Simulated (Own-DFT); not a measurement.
# How strain changes the stress of C40 NbSi2, 36 atoms (Nb12Si24)

No measurement is shown. These are fixed-geometry runs of a retired plane-wave code named Own-DFT, which no person has reviewed; spin and spin-orbit coupling are neglected.

Common settings: PBE; PseudoDojo norm-conserving scalar-relativistic files; cutoff 42 hartree; 4 x 4 x 5 k mesh centred on Gamma; cold (Marzari-Vanderbilt) smearing of 0.2 eV.

Keep in mind: forces on such cells failed a check on a denser k mesh; stress not checked against mesh or cutoff.

Unstrained cell vectors in Å: (0.000, 8.324, 0.000); (-9.613, 0.000, 0.000); (0.000, 0.000, 6.586). The unstrained cell was taken from the Materials Project. The random moves and any unrelaxed bonds add to the pressure at no strain. The cell is deformed uniformly in each run, and the atoms keep their fractional places. All atoms carry random offsets, Gaussian with a width of 0.05 Å per axis. Stress is counted positive in tension, P = -(s_xx + s_yy + s_zz)/3, and strain components are those of the symmetric tensor.

| run | e_xx (%) | e_yy (%) | e_zz (%) | e_yz (%) | e_xz (%) | e_xy (%) | s_xx (GPa) | s_yy (GPa) | s_zz (GPa) | s_yz (GPa) | s_xz (GPa) | s_xy (GPa) | P (GPa) | E (meV/atom) |
|---|---|---|---|---|---|---|---|---|---|---|---|---|---|---|
| 1 | 0.68 | -1.59 | -0.38 | -1.65 | -0.86 | -1.08 | -1.25 | -7.79 | -6.58 | -5.40 | -2.17 | -3.67 | 5.21 | 18.4 |
| 2 | -1.38 | 1.96 | 1.15 | 0.52 | -0.32 | 1.99 | -5.60 | 3.84 | 2.54 | 1.56 | -0.86 | 6.12 | -0.26 | 15.3 |
| 3 | 0.01 | -1.63 | -1.21 | -0.93 | -1.00 | 1.78 | -4.16 | -10.39 | -11.78 | -3.09 | -4.29 | 5.23 | 8.77 | 40.4 |
| 4 | -0.13 | -1.75 | 1.33 | 1.23 | -1.99 | 0.67 | -3.38 | -7.97 | 0.38 | 3.66 | -6.27 | 2.43 | 3.66 | 23.2 |
| 5 | 1.20 | -1.35 | 1.90 | 0.99 | -0.32 | -0.93 | 2.92 | -4.72 | 4.81 | 2.91 | -0.46 | -2.91 | -1.01 | 0.0 |
| 6 | 0.93 | 0.21 | -1.87 | -1.19 | 0.10 | -1.75 | -0.44 | -3.44 | -11.19 | -3.83 | -0.52 | -4.83 | 5.02 | 24.6 |
| 7 | 0.85 | -0.38 | 1.92 | -1.45 | -0.26 | -1.52 | 1.82 | -1.47 | 5.24 | -3.98 | -1.42 | -4.16 | -1.86 | 5.9 |
| 8 | 1.08 | -0.64 | 1.47 | -0.30 | 1.09 | -1.67 | 2.18 | -3.22 | 3.38 | -1.29 | 2.61 | -4.63 | -0.78 | 10.7 |
| 9 | 0.12 | 1.01 | -0.26 | -1.17 | 0.62 | 0.68 | -1.41 | 1.39 | -4.06 | -3.54 | 2.64 | 1.90 | 1.36 | 9.5 |
| 10 | -1.51 | 1.76 | -0.78 | 1.57 | -0.70 | 1.22 | -8.06 | 1.98 | -7.22 | 4.39 | -1.59 | 3.73 | 4.43 | 31.7 |
| 11 | -0.58 | 1.53 | -0.80 | 0.26 | 1.53 | -0.60 | -4.07 | 1.93 | -6.69 | 1.25 | 5.41 | -1.99 | 2.95 | 18.9 |
| 12 | 1.29 | -1.80 | 1.64 | 0.43 | 0.07 | 0.47 | 2.66 | -6.81 | 2.58 | 1.60 | -0.40 | 1.37 | 0.53 | 13.1 |
| 13 | -0.60 | 1.72 | 0.27 | 0.47 | -0.15 | -1.45 | -3.20 | 3.12 | -1.91 | 1.31 | -0.69 | -4.03 | 0.66 | 19.0 |
| 14 | -1.61 | -0.08 | 1.97 | 0.89 | 1.95 | -1.64 | -7.99 | -3.04 | 3.26 | 1.85 | 5.46 | -4.98 | 2.59 | 43.9 |
| 15 | 1.85 | 0.64 | -0.72 | 1.96 | 0.87 | 0.67 | ? | ? | ? | ? | ? | ? | ? | ? |

The last column gives the free energy per atom over the lowest of the runs shown.

## Working it out

Each stress component was fitted by least squares to a constant and the strains of the runs shown, as fractions, with shears doubled. Shear strains stay in the fit of a normal stress only where such slopes are resolved. The slopes, in GPa:

```
stress,at no strain,per e_xx,per e_yy,per e_zz,scatter
s_xx,-2.5,401 ± 10,73 ± 8,71 ± 6,0.29
s_yy,-2.8,95 ± 16,372 ± 12,91 ± 10,0.45
s_zz,-4.0,106 ± 12,112 ± 9,465 ± 7,0.32
```

The slope of each shear stress on twice its own strain, from a fit on all six strains: yz 152 ± 6, xz 152 ± 13, xy 146 ± 4 GPa. These are stiffnesses along x, y and z of the frame in which the cell vectors are given, which need not be the crystal's axes. These are clamped-ion slopes: internal relaxation, where symmetry allows it, would soften some. The table should be nearly symmetric about its diagonal, and what it lacks of that shows the noise. A ninth of the table's sum, 198 ± 6 GPa, estimates the bulk modulus near the mean pressure of these runs, 2.2 GPa, so it lies above the value at zero pressure.

## Prediction

Q: what normal stresses and pressure should run 15 give?

From the fit: s_xx = 4.9, s_yy = 0.7, s_zz = -4.6 and P = -0.3 GPa. Computed: 3.73, 0.94, -4.80 and P = 0.04 GPa. That is outside the usual scatter, by luck or through something left out of the fit.
